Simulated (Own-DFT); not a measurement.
# Oxygen vacancies on unlike sites: monoclinic HfO2, Hf32O62

These are calculations. Each geometry was run twice at fixed positions with Own-DFT, a retired in-house plane-wave program that no person has reviewed: with PBE, and with HSE06 (exact exchange share 0.25 at short range, screening 0.11 per bohr, Gygi-Baldereschi treatment of its divergence). Both used PseudoDojo norm-conserving files made for PBE, a cutoff of 48 hartree, the Gamma point alone, fixed occupations, a neutral cell and no spin. The unstrained cell is 10.1 Å across at its thinnest, so Gamma alone is coarse and defects feel their images. The hafnium file keeps the 4f electrons in the core, and its forces lie about 75 meV/Å off all-electron values. The oxygen file's force components were 24 meV/Å off all-electron values in a glass.

Cell vectors in Å: (10.234, 0.000, 0.000); (0.000, 10.350, 0.000); (-1.696, 0.000, 10.445). Atoms were moved at random from their ideal sites, and each line below averages several runs of one case and one width of the moves; u² is the mean square move along one axis. E is the PBE energy of the cell and D the HSE06 energy less the PBE one, each over its lowest single run, with the standard error of the mean. Within a case the pair of sites differs from run to run.

- A: two O taken from sites with four and four neighbours, under 3.2 Å apart
- B: two O taken from sites with three and three neighbours, under 3.2 Å apart

```
case,runs,u² (Å²),E (eV),error of E,D (eV),error of D
A,14,0.000895,0.328,0.061,0.114,0.008
A,14,0.002532,4.375,0.182,0.342,0.018
A,14,0.006656,14.336,0.566,0.884,0.047
B,14,0.000923,0.712,0.062,0.059,0.009
B,14,0.002511,4.492,0.187,0.269,0.012
B,14,0.006300,13.562,0.467,0.727,0.039
```

Asked: how do the cases differ under PBE, and what does HSE06 change?

## Working it out

Fit E and D each to a + b u², with one a for each case and lines weighted by their errors. Against A, in eV:

```
case          PBE  change by HSE06        HSE06
   B  0.30 ± 0.08   -0.062 ± 0.010  0.24 ± 0.08
```

Under PBE, B lies above A by more than three errors. D is known much better than E, because both runs of a geometry share the same random moves. HSE06 moves B down against A. The slope b is 2416 ± 53 eV/Å² for E and 131 ± 5 for D, so at this fixed cell HSE06 makes random moves about 5 % costlier. The vacancies are unrelaxed, and relaxation differs between sites.
